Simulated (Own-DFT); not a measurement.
# Response to strain: wurtzite AlN, 128 atoms (Al64N64)

These are calculations, not measurements. They come from Own-DFT, an in-house plane-wave density functional program, since retired, whose code no person has reviewed. Each row is one single-point run on a periodic cell that was not relaxed, without spin or spin-orbit coupling.

Settings of every run: PBE; PseudoDojo norm-conserving scalar-relativistic files; cutoff 42 hartree; 3 x 3 x 3 k mesh centred on Gamma; Gaussian smearing of 0.01 eV.

Known limits: k mesh not checked against a denser one; stress not checked against mesh or cutoff.

Unstrained cell vectors in Å: (12.448, 0.000, 0.000); (-6.224, 10.780, 0.000); (0.000, 0.000, 9.964). The unstrained cell has measured lattice constants (interpolated for alloys), not those of this functional. That, the random moves and any unrelaxed bonds set the pressure at no strain. Each run strains this cell uniformly, with the atoms carried along. Every atom was also moved at random, by a Gaussian of width 0.05 Å on each axis. Strain is the symmetric tensor, in per cent. Stress is positive in tension, and the pressure is minus a third of its trace.

```
run  e_xx (%)  e_yy (%)  e_zz (%)  e_yz (%)  e_xz (%)  e_xy (%)  s_xx (GPa)  s_yy (GPa)  s_zz (GPa)  s_yz (GPa)  s_xz (GPa)  s_xy (GPa)  P (GPa)  E (meV/atom)
  1     -1.84      0.65     -0.99      0.16     -0.45     -1.61      -15.49       -6.18      -11.28        0.19       -1.90       -7.31    10.98          25.9
  2      1.64      1.47      1.10      1.41      1.50     -1.09        3.03        3.23        0.98        3.49        3.21       -3.27    -2.42           1.1
  3      0.39      1.93     -0.28     -0.05      0.95     -1.59       -3.28        3.20       -4.89       -0.20        2.47       -6.39     1.65           0.0
  4      1.98     -0.16      1.34      1.49     -1.23      1.80        4.29       -5.98        1.69        4.00       -2.62        6.66     0.00          14.3
  5     -1.92      0.29     -0.05     -0.98      0.16      0.13      -14.55       -7.04       -6.91       -2.44       -0.06       -1.08     9.50           9.3
  6      0.32      1.51      1.29      0.83     -1.09     -1.25       -3.41        1.41        1.74        2.24       -1.76       -5.41     0.09           9.7
  7     -0.09      0.36      0.33     -1.88     -1.19     -0.51       -5.34       -2.86       -5.19       -3.73       -3.25       -2.21     4.46           3.6
  8      1.22      0.88     -0.66      0.19     -1.58     -1.68       -0.71       -0.35       -6.98        0.52       -4.37       -4.50     2.68           2.9
  9      1.22     -0.95      0.94     -0.43     -1.70     -1.86       -0.99       -8.38       -0.83       -0.55       -3.99       -5.81     3.40          12.5
 10     -0.26      0.44      0.29      1.56     -0.93      0.03       -7.60       -4.42       -3.63        3.73       -2.39       -0.54     5.22          17.7
 11     -0.03     -2.00      0.40      0.77     -0.38     -0.38       -5.41      -15.72       -7.56        2.26       -1.88       -0.67     9.56           9.0
 12      1.84      0.10      1.82     -1.72      0.96      1.13        3.57       -2.81        3.33       -4.03        2.20        3.70    -1.36           6.0
 13      0.72     -0.24      0.54      0.71      1.48     -1.90       -2.40       -5.36       -3.33        1.92        4.20       -5.33     3.69           4.2
 14     -1.52      1.40      1.93      1.02      1.92      0.15       -9.68       -0.30        1.70        3.27        4.48        2.04     2.76          15.8
 15     -0.22      0.35     -1.73     -1.68      1.59     -0.39       -7.22       -6.70      -14.46       -5.25        4.65       -0.36     9.46          21.1
 16      0.55     -0.94     -0.44     -0.28     -0.57      0.86           ?           ?           ?           ?           ?           ?        ?             ?
```

E is the free energy for each atom above the lowest run shown.

## Worked fit

Each stress component was fitted by least squares to a constant and the strains of the runs shown, as fractions, with shears doubled. Shear strains stay in the fit of a normal stress only where such slopes are resolved. The slopes, in GPa:

```
stress  at no strain  per e_xx  per e_yy  per e_zz  scatter
  s_xx          -5.8  444 ± 17   33 ± 20   79 ± 21     0.74
  s_yy          -6.3  108 ± 21  473 ± 25   54 ± 25     0.92
  s_zz          -6.2   88 ± 18  106 ± 21  442 ± 22     0.79
```

Each shear stress against twice its own strain: yz 120 ± 4, xz 124 ± 7, xy 167 ± 15 GPa. These are stiffnesses along x, y and z of the frame in which the cell vectors are given, which need not be the crystal's axes. The atoms are held to the strained lattice; where symmetry lets them move under strain, relaxing them would lower some slopes. The table should be nearly symmetric about its diagonal, and what it lacks of that shows the noise. A ninth of its sum, 203 ± 4 GPa, estimates the bulk modulus near the mean pressure of these runs, 4.0 GPa, so it lies above the value at zero pressure.

## Withheld run

Question: what normal stresses and pressure should run 16 give?

The fit gives s_xx = -4.1, s_yy = -10.4, s_zz = -8.6 and P = 7.7 GPa. The calculation gave -3.20, -9.33, -7.61 and P = 6.71 GPa.
